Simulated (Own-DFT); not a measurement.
## Calculated data, GaN (wurtzite, strained, atoms displaced)

A calculation, not a measurement: plane-wave PBE density functional theory by an unreviewed code, no spin, of a simulated periodic cell, stress positive in tension, free energy of the whole cell less one offset for each atom, forces on such cells passed a denser k mesh, this cell's mesh not checked; offsets are fitted by least squares, one for each functional and potential file, so energies compare only between cells with the same atoms and settings and are not formation energies; the far tail of each file's local potential was reset to the Coulomb form; each entry is a single point on an unrelaxed cell, so the pressure reflects the starting lattice, mostly measured values (interpolated for alloys), from which strain is counted, and rises with the displacements; printed positions are rounded, which can move forces by about a meV/angstrom; the program, named Own-DFT, is a retired in-house code; no spin-orbit coupling. Program: Own-DFT development build.

Settings shared by all entries: functional PBE; potential files PseudoDojo norm-conserving, scalar-relativistic, standard set with the stringent files for Ga; wave cutoff 96 hartree; occupations Gaussian; smearing width 0.01 eV; k mesh 3 x 4 x 3 centred on Gamma.

```json
{"entry": 1, "formula": "GaN", "kind": "wurtzite, strained, atoms displaced", "structure": {"cell_angstrom": [[12.756, 0.0, 0.0], [-4.7835, 8.2853, -0.0414], [0.0, -0.0518, 10.37]], "atoms_fractional": [["Ga", 0.08705, 0.22932, 0.99818], ["Ga", 0.16015, 0.1133, 0.24328], ["N", 0.09018, 0.22928, 0.1832], ["N", 0.16849, 0.12333, 0.44225], ["Ga", 0.08673, 0.22548, 0.49905], ["Ga", 0.16785, 0.12166, 0.75916], ["N", 0.07577, 0.22223, 0.68988], ["N", 0.16552, 0.10503, 0.94294], ["Ga", 0.07848, 0.54966, 0.00546], ["Ga", 0.17018, 0.45663, 0.2596], ["N", 0.08569, 0.56373, 0.18898], ["N", 0.16272, 0.4347, 0.43302], ["Ga", 0.08747, 0.56919, 0.49963], ["Ga", 0.16413, 0.44075, 0.7465], ["N", 0.0777, 0.54892, 0.68928], ["N", 0.16538, 0.43992, 0.93541], ["Ga", 0.08912, 0.8888, 0.00086], ["Ga", 0.17085, 0.78252, 0.24583], ["N", 0.08246, 0.8863, 0.18386], ["N", 0.17187, 0.78025, 0.43329], ["Ga", 0.08215, 0.88047, 0.49419], ["Ga", 0.17553, 0.78953, 0.75283], ["N", 0.08768, 0.89223, 0.67947], ["N", 0.1618, 0.76945, 0.93808], ["Ga", 0.32473, 0.21713, 0.00549], ["Ga", 0.41782, 0.11934, 0.25362], ["N", 0.32756, 0.22431, 0.18367], ["N", 0.41948, 0.11284, 0.4377], ["Ga", 0.33313, 0.21357, 0.50825], ["Ga", 0.41783, 0.10969, 0.74934], ["N", 0.33799, 0.22312, 0.69261], ["N", 0.41761, 0.11017, 0.94047], ["Ga", 0.3354, 0.55368, 0.00805], ["Ga", 0.41802, 0.43392, 0.25012], ["N", 0.33341, 0.55401, 0.18079], ["N", 0.41721, 0.45341, 0.43075], ["Ga", 0.33516, 0.56216, 0.50828], ["Ga", 0.41712, 0.44585, 0.74487], ["N", 0.33185, 0.55506, 0.68825], ["N", 0.42092, 0.44511, 0.94082], ["Ga", 0.33609, 0.88671, 0.9993], ["Ga", 0.42062, 0.78437, 0.24264], ["N", 0.3311, 0.9013, 0.19375], ["N", 0.41113, 0.7804, 0.44352], ["Ga", 0.33656, 0.88375, 0.49871], ["Ga", 0.41566, 0.77825, 0.75208], ["N", 0.33356, 0.89474, 0.68676], ["N", 0.41429, 0.77714, 0.93563], ["Ga", 0.58068, 0.22889, 0.00579], ["Ga", 0.66693, 0.10476, 0.24378], ["N", 0.58124, 0.21552, 0.18695], ["N", 0.6641, 0.10701, 0.44968], ["Ga", 0.58652, 0.22407, 0.49147], ["Ga", 0.66834, 0.10424, 0.74456], ["N", 0.58303, 0.22858, 0.6877], ["N", 0.66328, 0.1054, 0.92984], ["Ga", 0.59134, 0.55938, 0.00253], ["Ga", 0.66706, 0.44868, 0.24243], ["N", 0.58757, 0.55435, 0.18987], ["N", 0.6664, 0.43998, 0.44782], ["Ga", 0.58697, 0.5519, 0.50145], ["Ga", 0.66507, 0.44635, 0.75222], ["N", 0.58596, 0.55164, 0.69286], ["N", 0.66229, 0.44842, 0.93869], ["Ga", 0.57949, 0.87274, 0.99653], ["Ga", 0.66898, 0.77913, 0.26038], ["N", 0.57581, 0.88487, 0.19011], ["N", 0.66558, 0.77252, 0.44594], ["Ga", 0.5819, 0.88154, 0.50186], ["Ga", 0.66826, 0.77745, 0.74921], ["N", 0.57879, 0.89398, 0.68672], ["N", 0.65849, 0.76792, 0.93926], ["Ga", 0.83542, 0.22152, 0.99595], ["Ga", 0.91982, 0.12164, 0.25218], ["N", 0.83615, 0.22611, 0.18671], ["N", 0.91266, 0.10754, 0.43617], ["Ga", 0.83169, 0.21112, 0.49414], ["Ga", 0.92028, 0.10365, 0.74581], ["N", 0.83573, 0.23007, 0.69548], ["N", 0.91644, 0.11812, 0.94277], ["Ga", 0.83894, 0.55484, 0.00296], ["Ga", 0.90931, 0.43717, 0.25264], ["N", 0.8354, 0.56554, 0.18889], ["N", 0.91262, 0.44384, 0.43799], ["Ga", 0.83206, 0.55911, 0.49849], ["Ga", 0.91845, 0.44262, 0.74983], ["N", 0.83059, 0.55728, 0.68261], ["N", 0.91712, 0.44131, 0.93858], ["Ga", 0.83259, 0.88694, 0.99878], ["Ga", 0.91851, 0.78188, 0.24895], ["N", 0.82979, 0.88297, 0.18356], ["N", 0.91753, 0.77823, 0.44377], ["Ga", 0.8359, 0.88753, 0.50478], ["Ga", 0.91542, 0.78282, 0.74505], ["N", 0.83388, 0.90057, 0.69218], ["N", 0.92147, 0.77126, 0.92341]]}, "results": {"free_energy_of_cell_above_offsets [eV]": "-4.537", "pressure [GPa]": 7.09, "stress_xx [GPa]": -6.36, "stress_yy [GPa]": -7.25, "stress_zz [GPa]": -7.65, "stress_yz [GPa]": -1.11, "stress_xz [GPa]": 0.91, "stress_xy [GPa]": 0.4, "force_element": ["Ga", "Ga", "N", "N", "Ga", "Ga", "N", "N", "Ga", "Ga", "N", "N", "Ga", "Ga", "N", "N", "Ga", "Ga", "N", "N", "Ga", "Ga", "N", "N", "Ga", "Ga", "N", "N", "Ga", "Ga", "N", "N", "Ga", "Ga", "N", "N", "Ga", "Ga", "N", "N", "Ga", "Ga", "N", "N", "Ga", "Ga", "N", "N", "Ga", "Ga", "N", "N", "Ga", "Ga", "N", "N", "Ga", "Ga", "N", "N", "Ga", "Ga", "N", "N", "Ga", "Ga", "N", "N", "Ga", "Ga", "N", "N", "Ga", "Ga", "N", "N", "Ga", "Ga", "N", "N", "Ga", "Ga", "N", "N", "Ga", "Ga", "N", "N", "Ga", "Ga", "N", "N", "Ga", "Ga", "N", "N"], "force_x [eV/angstrom]": [-0.485, 1.227, -1.864, 1.187, -1.07, 0.595, 2.311, -0.947, 0.945, 0.459, -0.274, -0.277, -0.248, -0.555, 1.283, 0.161, -1.027, -0.797, -0.288, -0.38, 0.335, -1.523, -0.503, 1.1, 2.016, -0.476, 0.846, -0.399, -0.56, 0.779, -1.318, -0.934, -0.256, -0.963, 0.042, 0.686, 0.047, 0.489, -0.004, -0.597, -1.095, -2.31, 1.805, 2.818, -2.149, -0.319, 0.883, 0.464, 0.982, -0.349, 0.24, 0.685, -0.399, -1.063, 0.58, 0.103, -1.853, 1.188, -1.388, -0.099, -1.223, 1.447, -1.501, 2.458, -1.185, -0.329, 2.655, 0.536, -0.868, -1.082, 1.191, 1.733, -1.859, 0.938, -0.581, 1.38, -1.064, -2.498, 0.794, 1.821, -0.949, 0.44, 0.434, 0.71, 0.61, -1.37, 0.374, -0.386, 0.448, -0.117, -0.089, -0.395, -0.497, 1.381, 0.096, -0.943], "force_y [eV/angstrom]": [-0.957, -0.344, 0.373, -2.066, -0.499, -1.11, 0.22, 0.493, 0.228, -0.494, -1.173, 2.049, -2.17, 0.817, 1.752, 1.13, -0.909, -0.18, 0.562, 0.264, 1.886, -1.475, 0.407, 0.58, 1.094, -0.202, -0.929, -0.333, 1.095, 1.017, 0.001, -0.198, -0.369, 1.731, 0.65, -0.702, -0.934, 0.049, 0.017, -0.277, 0.633, -1.479, -0.744, -1.295, 2.102, 0.217, -0.884, -0.807, -0.918, 0.665, 1.016, -0.695, -0.536, 2.336, -0.955, 0.059, -0.829, -0.959, 0.71, 0.975, -0.557, -0.83, 1.405, -0.647, 2.333, -0.417, 0.375, 0.549, 0.505, -0.172, -2.149, 1.143, -0.178, -0.946, -0.927, -0.431, 1.999, 2.955, -2.127, -1.786, 0.217, 1.904, -1.344, -0.111, -0.973, 0.964, 0.236, 0.119, 0.161, 0.284, 1.061, 0.173, 0.374, -0.784, -2.85, 0.771], "force_z [eV/angstrom]": [0.195, 1.454, 0.734, -1.225, 0.572, -1.645, -0.752, -0.538, -0.883, -2.648, 0.513, 2.38, 0.247, 0.728, -0.642, 0.024, -0.822, 0.343, 0.97, 0.078, 0.536, -0.361, 1.264, 0.265, -1.697, -0.492, 1.446, 0.253, -1.071, 0.775, 0.029, -0.038, -3.038, -0.386, 3.144, 1.965, -2.069, 1.522, 0.609, -0.318, 0.456, 1.428, -1.186, -1.685, 0.637, -0.384, -0.128, 0.628, -1.931, 0.958, 1.054, -2.145, 2.082, 0.451, -0.326, 1.904, 0.274, 1.53, 0.095, -2.494, 0.242, -0.093, -1.039, 0.351, 0.223, -1.082, -0.682, -0.247, -0.069, 0.132, 0.063, -0.835, -0.173, -1.16, -0.127, 0.173, 1.864, 2.134, -1.62, -0.958, -1.133, 0.067, 0.019, 0.083, 0.436, 0.022, 1.069, 0.203, -0.727, 0.393, 1.059, -1.358, -0.47, -0.899, -1.063, 2.563]}}
{"entry": 2, "formula": "GaN", "kind": "wurtzite, strained, atoms displaced", "structure": {"cell_angstrom": [[12.756, 0.0, -0.0638], [-4.7835, 8.2853, 0.0239], [-0.0518, 0.0, 10.37]], "atoms_fractional": [["Ga", 0.08387, 0.21817, 0.99747], ["Ga", 0.16207, 0.11126, 0.24544], ["N", 0.08463, 0.21082, 0.19527], ["N", 0.17453, 0.11269, 0.44134], ["Ga", 0.08162, 0.21547, 0.49819], ["Ga", 0.16012, 0.10639, 0.75399], ["N", 0.08111, 0.21691, 0.68758], ["N", 0.16064, 0.10969, 0.9249], ["Ga", 0.07945, 0.54926, 0.99492], ["Ga", 0.16863, 0.44099, 0.2514], ["N", 0.08726, 0.55577, 0.18896], ["N", 0.17021, 0.44603, 0.44311], ["Ga", 0.07862, 0.54868, 0.5048], ["Ga", 0.16997, 0.44943, 0.74933], ["N", 0.07684, 0.55321, 0.68448], ["N", 0.1654, 0.44568, 0.93645], ["Ga", 0.07815, 0.88194, 0.99996], ["Ga", 0.16625, 0.76624, 0.25098], ["N", 0.08198, 0.88461, 0.18589], ["N", 0.16419, 0.77962, 0.43944], ["Ga", 0.08916, 0.88644, 0.49666], ["Ga", 0.17373, 0.78304, 0.7507], ["N", 0.08271, 0.88667, 0.68584], ["N", 0.16924, 0.77615, 0.92847], ["Ga", 0.33488, 0.2228, 0.00559], ["Ga", 0.41395, 0.11098, 0.2556], ["N", 0.33149, 0.22828, 0.19258], ["N", 0.41116, 0.10912, 0.43891], ["Ga", 0.33142, 0.21875, 0.50377], ["Ga", 0.41754, 0.10397, 0.74809], ["N", 0.33186, 0.22944, 0.69017], ["N", 0.42515, 0.10931, 0.93619], ["Ga", 0.33209, 0.54016, 6e-05], ["Ga", 0.42037, 0.44319, 0.25247], ["N", 0.33087, 0.55018, 0.18972], ["N", 0.4274, 0.45645, 0.43391], ["Ga", 0.3336, 0.55598, 0.50546], ["Ga", 0.40724, 0.4415, 0.75221], ["N", 0.33307, 0.55331, 0.69148], ["N", 0.41085, 0.44182, 0.93691], ["Ga", 0.3248, 0.88685, 0.99472], ["Ga", 0.4126, 0.78493, 0.23788], ["N", 0.33565, 0.8881, 0.19329], ["N", 0.40724, 0.77004, 0.43471], ["Ga", 0.34141, 0.89195, 0.50591], ["Ga", 0.41985, 0.77771, 0.74926], ["N", 0.33463, 0.88645, 0.68755], ["N", 0.417, 0.78434, 0.93822], ["Ga", 0.57836, 0.22837, 0.00433], ["Ga", 0.66735, 0.10706, 0.25336], ["N", 0.58477, 0.20925, 0.19448], ["N", 0.66444, 0.10628, 0.4449], ["Ga", 0.57843, 0.2148, 0.49595], ["Ga", 0.66484, 0.10922, 0.75346], ["N", 0.5886, 0.22638, 0.69439], ["N", 0.66731, 0.10828, 0.9372], ["Ga", 0.58457, 0.55828, 0.00477], ["Ga", 0.67183, 0.46165, 0.24717], ["N", 0.58605, 0.55379, 0.18436], ["N", 0.66888, 0.44357, 0.43954], ["Ga", 0.58548, 0.54665, 0.5043], ["Ga", 0.66953, 0.44732, 0.75162], ["N", 0.59115, 0.56751, 0.69072], ["N", 0.66276, 0.4402, 0.93985], ["Ga", 0.58381, 0.88757, 0.01029], ["Ga", 0.66687, 0.77525, 0.24797], ["N", 0.5703, 0.87605, 0.19436], ["N", 0.66782, 0.7716, 0.44287], ["Ga", 0.57936, 0.87921, 0.49605], ["Ga", 0.66544, 0.78094, 0.74329], ["N", 0.58438, 0.88371, 0.69633], ["N", 0.66839, 0.78409, 0.9403], ["Ga", 0.83566, 0.22047, 0.9977], ["Ga", 0.91935, 0.10507, 0.24259], ["N", 0.82546, 0.21705, 0.19138], ["N", 0.91564, 0.11133, 0.44057], ["Ga", 0.83917, 0.22033, 0.49545], ["Ga", 0.92301, 0.11751, 0.74996], ["N", 0.83065, 0.21325, 0.68317], ["N", 0.91065, 0.11392, 0.93845], ["Ga", 0.83514, 0.5563, 0.00795], ["Ga", 0.91471, 0.44768, 0.24855], ["N", 0.84229, 0.56616, 0.19085], ["N", 0.91583, 0.44017, 0.43566], ["Ga", 0.83265, 0.55228, 0.50656], ["Ga", 0.91557, 0.44931, 0.75594], ["N", 0.83492, 0.55894, 0.69279], ["N", 0.91925, 0.43798, 0.94189], ["Ga", 0.82938, 0.88434, 0.00013], ["Ga", 0.91684, 0.77846, 0.25259], ["N", 0.83075, 0.88323, 0.18695], ["N", 0.92452, 0.78424, 0.44963], ["Ga", 0.83147, 0.88551, 0.49741], ["Ga", 0.91336, 0.77396, 0.74451], ["N", 0.83567, 0.89798, 0.68852], ["N", 0.92354, 0.78608, 0.92909]]}, "results": {"free_energy_of_cell_above_offsets [eV]": "-4.741", "pressure [GPa]": 7.06, "stress_xx [GPa]": -8.68, "stress_yy [GPa]": -5.67, "stress_zz [GPa]": -6.84, "stress_yz [GPa]": -0.44, "stress_xz [GPa]": -1.25, "stress_xy [GPa]": 0.54, "force_element": ["Ga", "Ga", "N", "N", "Ga", "Ga", "N", "N", "Ga", "Ga", "N", "N", "Ga", "Ga", "N", "N", "Ga", "Ga", "N", "N", "Ga", "Ga", "N", "N", "Ga", "Ga", "N", "N", "Ga", "Ga", "N", "N", "Ga", "Ga", "N", "N", "Ga", "Ga", "N", "N", "Ga", "Ga", "N", "N", "Ga", "Ga", "N", "N", "Ga", "Ga", "N", "N", "Ga", "Ga", "N", "N", "Ga", "Ga", "N", "N", "Ga", "Ga", "N", "N", "Ga", "Ga", "N", "N", "Ga", "Ga", "N", "N", "Ga", "Ga", "N", "N", "Ga", "Ga", "N", "N", "Ga", "Ga", "N", "N", "Ga", "Ga", "N", "N", "Ga", "Ga", "N", "N", "Ga", "Ga", "N", "N"], "force_x [eV/angstrom]": [-0.95, 3.194, -2.646, -1.785, 0.505, 0.788, 0.435, 1.302, 1.236, -0.198, -0.59, -0.625, 0.441, -1.075, 1.008, 0.464, 1.074, -0.33, 0.328, 2.164, -0.78, -1.541, 0.467, -1.582, -0.083, 0.45, 0.766, 0.731, 0.375, -0.403, 0.81, -2.894, -2.086, -0.859, 0.548, -0.923, 0.572, 2.297, -0.674, 2.166, 2.201, 1.065, -3.222, 1.112, -1.453, 0.106, 0.365, 0.253, 2.634, -0.24, -2.135, 0.251, 0.732, 0.993, -1.028, -0.513, -0.299, 1.69, -1.126, 0.197, -0.384, -0.726, -0.591, 0.551, -0.775, -0.946, 2.867, -0.463, -0.111, 1.812, -1.824, -0.261, -2.035, -1.55, 1.965, 1.234, -1.768, -1.298, -0.284, 2.542, -0.102, 1.383, -1.209, -0.513, 0.612, 0.554, -0.204, -1.801, 0.764, 0.618, 0.131, -1.21, 0.485, 0.106, 0.221, -1.473], "force_y [eV/angstrom]": [0.259, -1.805, 2.181, -0.493, 0.445, -0.158, 1.453, -0.198, 1.108, 0.05, -1.433, -0.797, 0.802, -1.02, 0.445, -0.718, 0.89, 1.645, 0.208, -1.26, 1.198, -0.762, 0.044, -0.522, -0.724, -0.031, -1.167, 0.143, 1.554, 1.74, -1.572, -0.319, 2.534, 1.001, 0.286, -1.326, -0.248, 0.374, 0.92, -0.534, 0.402, -3.067, 1.354, 0.749, -0.878, -0.075, 0.187, -1.255, -1.192, -0.891, 2.12, -0.252, 0.687, -0.119, -0.445, 0.54, 0.232, -2.6, 0.459, -0.272, 0.917, -0.051, -2.254, 1.464, 0.543, 0.165, 1.29, -0.038, 0.232, 0.433, 0.995, -1.314, -0.386, 0.595, 0.666, -0.959, 0.05, -0.588, 1.447, -0.986, 0.137, -1.046, -0.847, 0.506, 0.259, -1.522, -1.012, 0.938, 0.73, 0.926, 0.112, -1.203, 0.744, 1.822, -1.019, -1.62], "force_z [eV/angstrom]": [0.013, 1.939, -2.078, -1.191, 0.309, -3.207, -0.208, 4.383, 0.93, 0.542, -0.801, -0.415, -1.345, -0.354, 1.608, 0.26, -0.521, 0.659, 0.234, -0.367, 1.172, -1.744, 0.291, 1.836, -1.218, -0.885, -0.694, 0.609, 0.098, 0.222, 0.009, 0.169, 0.701, -0.026, -0.461, 1.279, -1.025, -0.114, -0.434, 0.296, 1.109, 2.1, -1.692, 0.136, -1.412, 1.063, 0.271, 0.437, 0.556, 0.721, -0.503, -0.679, 0.783, -0.397, -1.293, 1.19, -2.173, 1.135, 0.617, -0.55, 0.238, 0.123, 0.056, 0.477, -1.565, 1.034, -0.187, -1.196, 0.579, 1.473, -1.937, -0.084, 0.954, 1.237, -0.632, -1.66, 0.936, -0.019, 0.853, 0.23, -1.83, 0.456, -0.206, 0.16, -0.722, -0.916, -0.298, -0.125, -0.95, 1.103, 0.168, -1.662, 0.999, -0.172, -0.096, 1.294]}}
{"entry": 3, "formula": "GaN", "kind": "wurtzite, strained, atoms displaced", "structure": {"cell_angstrom": [[12.756, 0.0, -0.0638], [-4.7835, 8.2853, 0.0239], [-0.0518, 0.0, 10.37]], "atoms_fractional": [["Ga", 0.08061, 0.21691, 0.00601], ["Ga", 0.17103, 0.11045, 0.24759], ["N", 0.08706, 0.2244, 0.18981], ["N", 0.15895, 0.10386, 0.44049], ["Ga", 0.07813, 0.21964, 0.50034], ["Ga", 0.16991, 0.1049, 0.75169], ["N", 0.08426, 0.22423, 0.68511], ["N", 0.17237, 0.11599, 0.93498], ["Ga", 0.08603, 0.55666, 0.99523], ["Ga", 0.16665, 0.43526, 0.25473], ["N", 0.08638, 0.57117, 0.19785], ["N", 0.16698, 0.43476, 0.42493], ["Ga", 0.08813, 0.5606, 0.49861], ["Ga", 0.16911, 0.44365, 0.74928], ["N", 0.08437, 0.55514, 0.69252], ["N", 0.16595, 0.44774, 0.94237], ["Ga", 0.0771, 0.88418, 0.00334], ["Ga", 0.16701, 0.79207, 0.2467], ["N", 0.08695, 0.88419, 0.19137], ["N", 0.17106, 0.77505, 0.43313], ["Ga", 0.08207, 0.88839, 0.49956], ["Ga", 0.16791, 0.77752, 0.75262], ["N", 0.07357, 0.88653, 0.68674], ["N", 0.16358, 0.77784, 0.94585], ["Ga", 0.33844, 0.22157, 0.00122], ["Ga", 0.40962, 0.10726, 0.24806], ["N", 0.33407, 0.22439, 0.18033], ["N", 0.41361, 0.11529, 0.43948], ["Ga", 0.33976, 0.22498, 0.49059], ["Ga", 0.41461, 0.11464, 0.74273], ["N", 0.33113, 0.21742, 0.68713], ["N", 0.41549, 0.11029, 0.93917], ["Ga", 0.33221, 0.55211, 0.99635], ["Ga", 0.43058, 0.45726, 0.25297], ["N", 0.33129, 0.54527, 0.17966], ["N", 0.41716, 0.45114, 0.4391], ["Ga", 0.32818, 0.55565, 0.5072], ["Ga", 0.41536, 0.44863, 0.74273], ["N", 0.33077, 0.56416, 0.68665], ["N", 0.41561, 0.44654, 0.93753], ["Ga", 0.33269, 0.89135, 0.00114], ["Ga", 0.41441, 0.7737, 0.25106], ["N", 0.32892, 0.87811, 0.17796], ["N", 0.41645, 0.77294, 0.43544], ["Ga", 0.32951, 0.89113, 0.49517], ["Ga", 0.40838, 0.76487, 0.74887], ["N", 0.33012, 0.88303, 0.68287], ["N", 0.41742, 0.77823, 0.9319], ["Ga", 0.58483, 0.2247, 0.99881], ["Ga", 0.66811, 0.114, 0.25419], ["N", 0.58011, 0.22039, 0.19251], ["N", 0.66021, 0.1101, 0.44301], ["Ga", 0.58868, 0.22082, 0.51009], ["Ga", 0.66386, 0.10703, 0.75264], ["N", 0.58318, 0.22546, 0.68601], ["N", 0.6757, 0.11277, 0.93313], ["Ga", 0.58371, 0.54247, 0.00321], ["Ga", 0.66279, 0.4402, 0.25317], ["N", 0.58574, 0.55239, 0.19236], ["N", 0.66753, 0.44748, 0.43031], ["Ga", 0.59294, 0.55469, 0.49689], ["Ga", 0.66576, 0.4386, 0.74738], ["N", 0.58582, 0.56733, 0.68006], ["N", 0.66361, 0.4423, 0.94051], ["Ga", 0.58711, 0.89129, 0.99303], ["Ga", 0.66435, 0.77829, 0.24908], ["N", 0.58255, 0.89305, 0.18613], ["N", 0.66252, 0.77297, 0.4376], ["Ga", 0.58524, 0.89151, 0.50292], ["Ga", 0.66027, 0.77936, 0.75009], ["N", 0.58992, 0.88834, 0.68592], ["N", 0.66592, 0.77563, 0.94615], ["Ga", 0.82963, 0.22082, 0.99807], ["Ga", 0.92674, 0.11959, 0.25759], ["N", 0.83355, 0.21495, 0.18004], ["N", 0.91869, 0.10651, 0.43356], ["Ga", 0.83432, 0.22475, 0.50005], ["Ga", 0.91827, 0.11197, 0.74244], ["N", 0.834, 0.2156, 0.6945], ["N", 0.9112, 0.10975, 0.9355], ["Ga", 0.83338, 0.54985, 0.00541], ["Ga", 0.92124, 0.44363, 0.24715], ["N", 0.83079, 0.55881, 0.18454], ["N", 0.92177, 0.45729, 0.43919], ["Ga", 0.83681, 0.56389, 0.50651], ["Ga", 0.91518, 0.43738, 0.75415], ["N", 0.83265, 0.55617, 0.68762], ["N", 0.9154, 0.43606, 0.93493], ["Ga", 0.84313, 0.89359, 0.00389], ["Ga", 0.91432, 0.7708, 0.24725], ["N", 0.83708, 0.89101, 0.17603], ["N", 0.91384, 0.77191, 0.43709], ["Ga", 0.84226, 0.90149, 0.49964], ["Ga", 0.91463, 0.77831, 0.746], ["N", 0.83046, 0.88966, 0.68915], ["N", 0.91908, 0.78237, 0.9373]]}, "results": {"free_energy_of_cell_above_offsets [eV]": "-4.469", "pressure [GPa]": 7.11, "stress_xx [GPa]": -5.89, "stress_yy [GPa]": -6.32, "stress_zz [GPa]": -9.11, "stress_yz [GPa]": -0.05, "stress_xz [GPa]": -0.72, "stress_xy [GPa]": 0.74, "force_element": ["Ga", "Ga", "N", "N", "Ga", "Ga", "N", "N", "Ga", "Ga", "N", "N", "Ga", "Ga", "N", "N", "Ga", "Ga", "N", "N", "Ga", "Ga", "N", "N", "Ga", "Ga", "N", "N", "Ga", "Ga", "N", "N", "Ga", "Ga", "N", "N", "Ga", "Ga", "N", "N", "Ga", "Ga", "N", "N", "Ga", "Ga", "N", "N", "Ga", "Ga", "N", "N", "Ga", "Ga", "N", "N", "Ga", "Ga", "N", "N", "Ga", "Ga", "N", "N", "Ga", "Ga", "N", "N", "Ga", "Ga", "N", "N", "Ga", "Ga", "N", "N", "Ga", "Ga", "N", "N", "Ga", "Ga", "N", "N", "Ga", "Ga", "N", "N", "Ga", "Ga", "N", "N", "Ga", "Ga", "N", "N"], "force_x [eV/angstrom]": [-0.182, -0.533, 0.069, 0.998, 1.631, -1.265, 0.527, -0.689, -0.719, -0.097, 0.857, -0.73, 0.219, -1.015, -0.196, 0.548, 1.065, 3.245, -3.65, -1.455, 0.416, -0.865, 2.034, 0.211, -1.109, 1.013, 0.232, 2.136, -2.627, 0.735, -0.327, 0.934, 0.065, -2.5, 0.19, 0.485, 0.715, 0.846, 0.729, 0.91, 0.589, 0.168, 0.117, -0.629, 1.39, 0.505, 0.072, -0.308, 0.282, -0.11, 0.23, 1.834, -1.693, 0.483, 0.223, -2.815, -1.915, 1.069, 0.308, 1.382, -1.981, -0.768, 0.348, 1.573, -0.416, 0.646, 0.052, 0.861, -0.025, 2.446, -3.003, 0.776, 1.901, -0.884, -0.224, -1.503, -0.147, 0.732, -1.433, 1.366, -0.005, -0.703, 0.57, -0.069, -0.15, 0.032, 0.164, -0.483, -1.744, -0.328, -0.045, -0.083, -0.922, -0.747, 0.245, -0.078], "force_y [eV/angstrom]": [0.434, 0.104, -1.006, 1.005, 0.572, 0.362, -0.117, -0.749, -0.056, 2.277, -2.061, 0.633, -0.696, -0.513, -0.085, -1.082, 1.031, -2.397, 2.083, 0.642, -0.656, 0.092, 0.104, 0.347, 0.616, -0.232, 0.168, -0.907, 0.744, -1.202, 1.298, 0.141, 0.661, -1.321, 0.851, -0.425, -0.114, -0.377, -2.709, -0.516, -0.609, -0.445, 1.261, 0.767, -0.153, 3.506, 0.918, 0.149, -1.22, -0.403, -0.163, 0.24, 0.966, -0.002, -0.931, -0.347, 2.135, 0.011, 0.91, -1.117, 0.582, 1.856, -1.902, -0.337, -0.547, 0.685, -0.216, 1.42, -1.278, -0.524, 0.83, -0.565, -0.026, -1.399, 0.87, 1.516, 0.437, -0.613, 0.892, 0.417, 0.67, 0.284, -1.51, -1.638, -1.179, 0.622, -0.696, 1.269, -0.218, 1.142, 0.129, 1.363, -3.001, -0.159, -0.095, -1.497], "force_z [eV/angstrom]": [-1.56, 0.549, -0.102, -0.8, 0.025, -0.461, 0.309, 1.088, 1.636, -3.278, -1.556, 4.408, 0.002, 0.911, -0.704, -0.976, -0.426, 0.99, -1.143, 0.467, -0.138, 0.143, -0.062, -1.385, -1.222, -0.197, 1.944, -0.753, 1.162, 1.093, -0.905, -1.042, 0.337, -0.181, 1.451, 0.359, -2.329, 0.676, -0.068, -0.873, -1.483, -0.996, 2.377, 0.835, 0.234, 0.48, 0.472, 0.628, 0.519, -0.72, -0.71, -0.534, -2.489, -0.822, 1.442, 0.471, -0.124, -1.118, -0.941, 2.256, 0.112, 0.608, 1.09, -1.129, 0.953, -0.416, 0.104, -0.289, -0.768, 1.486, 0.144, -1.013, 0.018, -2.863, 2.145, 1.136, 0.29, 1.793, -1.713, -0.12, -1.584, 0.057, 0.933, -0.003, -1.188, -1.114, 0.939, 1.084, -2.523, 0.347, 4.141, -0.265, 0.398, 1.037, -0.593, -0.397]}}
```
